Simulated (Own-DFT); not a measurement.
# Strain and stress in 4H SiC, 72 atoms (C36Si36)

All numbers below are calculated, not measured. They come from Own-DFT, an in-house plane-wave density functional program, since retired, whose code no person has reviewed. Each row is one single-point run on a periodic cell that was not relaxed, without spin or spin-orbit coupling.

Settings of every run: PBE; PseudoDojo norm-conserving scalar-relativistic files; cutoff 42 hartree; 4 x 4 x 3 k mesh centred on Gamma; Fermi-Dirac smearing of 0.1 eV.

Known limits: forces on such cells passed a denser k mesh, each cell not checked; stress not checked against mesh or cutoff.

Unstrained cell vectors in Å: (9.248, 0.000, 0.000); (-4.624, 8.009, 0.000); (0.000, 0.000, 10.068). The unstrained cell has measured lattice constants (interpolated for alloys), not those of this functional. That, the random moves and any unrelaxed bonds set the pressure at no strain. Each run strains this cell uniformly, with the atoms carried along. Every atom was also moved at random, by a Gaussian of width 0.05 Å on each axis. Strain is the symmetric tensor, in per cent. Stress is positive in tension, and the pressure is minus a third of its trace.

| run | e_xx (%) | e_yy (%) | e_zz (%) | e_yz (%) | e_xz (%) | e_xy (%) | s_xx (GPa) | s_yy (GPa) | s_zz (GPa) | s_yz (GPa) | s_xz (GPa) | s_xy (GPa) | P (GPa) | E (meV/atom) |
|---|---|---|---|---|---|---|---|---|---|---|---|---|---|---|
| 1 | -0.14 | 1.00 | 1.72 | 1.45 | -1.84 | 0.30 | -4.13 | 2.01 | 2.68 | 5.28 | -5.32 | 0.81 | -0.19 | 19.3 |
| 2 | 1.55 | 0.34 | -1.47 | 0.57 | 1.49 | -0.78 | 3.45 | -1.63 | -13.45 | 1.75 | 4.49 | -2.89 | 3.88 | 0.0 |
| 3 | -1.00 | 0.41 | 0.08 | -1.12 | 1.43 | 0.80 | -8.25 | -5.20 | -6.40 | -2.73 | 3.69 | 2.49 | 6.62 | 14.6 |
| 4 | 0.40 | 0.18 | 0.60 | 0.25 | -1.57 | 1.13 | -4.06 | -2.76 | -2.27 | 1.04 | -5.77 | 7.03 | 3.03 | 17.1 |
| 5 | 0.40 | -0.06 | -0.29 | 0.98 | -0.35 | -1.05 | -4.23 | -3.16 | -7.45 | 3.56 | -2.48 | -4.43 | 4.95 | 5.4 |
| 6 | 1.36 | -0.20 | 0.38 | -0.75 | -0.76 | -1.01 | 2.22 | -3.52 | -3.87 | -2.36 | -2.53 | -3.55 | 1.72 | 6.5 |
| 7 | 1.21 | 0.00 | -0.14 | -0.32 | -0.40 | -1.65 | 3.28 | -5.18 | -8.06 | -1.12 | -0.84 | -6.55 | 3.32 | 21.0 |
| 8 | 1.71 | -0.74 | -1.44 | -0.80 | -0.89 | 0.54 | 3.70 | -8.93 | -15.59 | -2.41 | -2.57 | 3.42 | 6.94 | 38.2 |
| 9 | -1.93 | 0.82 | -1.97 | 1.76 | 0.03 | 0.58 | -16.05 | -4.38 | -19.86 | 6.76 | 0.18 | 3.28 | 13.43 | 50.4 |
| 10 | -0.18 | -0.11 | -1.11 | -0.93 | 0.80 | -0.45 | -6.20 | -6.23 | -11.73 | -3.18 | 2.11 | -1.97 | 8.06 | 3.3 |
| 11 | 0.99 | 1.18 | 1.42 | -1.31 | -1.18 | 0.74 | 1.18 | 2.64 | 3.46 | -3.91 | -4.01 | 3.02 | -2.43 | 6.9 |
| 12 | -0.87 | -1.30 | -1.99 | -0.60 | 1.62 | -0.71 | -13.31 | -13.07 | -20.10 | -2.19 | 5.38 | -4.10 | 15.49 | 33.4 |
| 13 | -1.64 | 1.24 | -1.46 | 0.87 | 1.13 | -1.93 | -15.87 | 0.03 | -14.87 | 3.27 | 4.21 | -8.66 | 10.24 | 42.3 |
| 14 | -1.77 | -1.75 | -0.89 | -0.49 | -1.34 | 0.10 | -18.67 | -17.56 | -14.27 | -2.41 | -4.60 | -0.77 | 16.84 | 55.2 |
| 15 | -1.16 | -0.73 | -0.60 | 1.39 | -1.32 | -0.66 | -15.26 | -8.51 | -11.84 | 4.72 | -3.54 | -4.98 | 11.87 | 45.5 |
| 16 | -0.62 | -0.06 | -1.84 | 0.77 | -1.37 | -0.84 | -10.17 | -6.18 | -17.81 | 2.29 | -6.13 | -4.76 | 11.38 | 14.7 |
| 17 | -1.02 | 0.16 | 0.08 | -0.56 | -1.62 | -1.35 | ? | ? | ? | ? | ? | ? | ? | ? |

E is the free energy for each atom above the lowest run shown.

## Worked fit

Each stress component was fitted by least squares to a constant and the strains of the runs shown, as fractions, with shears doubled. Shear strains stay in the fit of a normal stress only where such slopes are resolved. The slopes, in GPa:

```
stress  at no strain  per e_xx  per e_yy  per e_zz  scatter
  s_xx          -5.6  601 ± 30  126 ± 44   30 ± 34     1.33
  s_yy          -4.8  100 ± 27  535 ± 39   55 ± 30     1.20
  s_zz          -6.8   65 ± 20   80 ± 30  577 ± 23     0.91
```

Each shear stress against twice its own strain: yz 170 ± 6, xz 165 ± 14, xy 236 ± 16 GPa. These are stiffnesses along x, y and z of the frame in which the cell vectors are given, which need not be the crystal's axes. The atoms are held to the strained lattice; where symmetry lets them move under strain, relaxing them would lower some slopes. The table should be nearly symmetric about its diagonal, and what it lacks of that shows the noise. A ninth of its sum, 241 ± 5 GPa, estimates the bulk modulus near the mean pressure of these runs, 7.2 GPa, so it lies above the value at zero pressure.

## Withheld run

Question: what normal stresses and pressure should run 17 give?

The fit gives s_xx = -11.5, s_yy = -4.9, s_zz = -6.8 and P = 7.7 GPa. The calculation gave -11.18, -4.25, -6.01 and P = 7.15 GPa.
